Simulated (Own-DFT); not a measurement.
# Response to strain: wurtzite AlN, 72 atoms (Al36N36)

These are calculations, not measurements. The program, named Own-DFT, is a retired in-house plane-wave density functional code that no person has reviewed. Each row is one single-point run on a periodic cell that was not relaxed, without spin or spin-orbit coupling.

Settings of every run: PBE; PseudoDojo norm-conserving scalar-relativistic files; cutoff 42 hartree; 4 x 4 x 3 k mesh centred on Gamma; Gaussian smearing of 0.01 eV.

Known limits: k mesh not checked against a denser one; stress not checked against mesh or cutoff.

Unstrained cell vectors in Å: (9.336, 0.000, 0.000); (-4.668, 8.085, 0.000); (0.000, 0.000, 9.964). The unstrained cell has measured lattice constants (interpolated for alloys), not those of this functional. That, the random moves and any unrelaxed bonds set the pressure at no strain. Each run strains this cell uniformly, with the atoms carried along. Every atom was also moved at random, by a Gaussian of width 0.05 Å on each axis. Strain is the symmetric tensor, in per cent. Stress is positive in tension, and the pressure is minus a third of its trace.

| run | e_xx (%) | e_yy (%) | e_zz (%) | s_xx (GPa) | s_yy (GPa) | s_zz (GPa) | P (GPa) | E (meV/atom) |
|---|---|---|---|---|---|---|---|---|
| 1 | 0.00 | 0.00 | -0.50 | -4.26 | -6.78 | -8.13 | 6.39 | 0.0 |
| 2 | 0.00 | 0.00 | 1.75 | -6.59 | -3.38 | 2.26 | 2.57 | 14.0 |
| 3 | 0.00 | 0.00 | 2.25 | -3.51 | -4.51 | 3.06 | 1.65 | 15.0 |
| 4 | 0.00 | 0.00 | -2.00 | -6.63 | -7.86 | -16.36 | 10.28 | 37.3 |
| 5 | 0.00 | 0.00 | -1.50 | -7.07 | -6.96 | -12.80 | 8.94 | 17.5 |
| 6 | 0.00 | 0.00 | 2.50 | -4.24 | -3.86 | 4.96 | 1.05 | 13.4 |
| 7 | 0.00 | 0.00 | -0.25 | -5.39 | -5.75 | -8.47 | 6.54 | 21.6 |
| 8 | 0.00 | 0.00 | -1.00 | -7.79 | -3.46 | -13.99 | 8.41 | 33.2 |
| 9 | 0.00 | 0.00 | -0.75 | ? | ? | ? | ? | ? |

E is the free energy for each atom above the lowest run shown.

## Worked fit

The change of volume is close to e_xx + e_yy + e_zz. A straight line through the runs shown gives P = 6.04 - 200 x (fractional change of volume) GPa, with an error of 7 on the slope and a scatter of 0.33 GPa. The strain isn't the same on all axes and the cell isn't cubic, so the slope belongs to this path and is not the bulk modulus.

## Withheld run

Question: what pressure should run 9 give? Its volume changes by -0.75 %.

The line gives 7.5 GPa. The calculation gave 7.01 GPa.
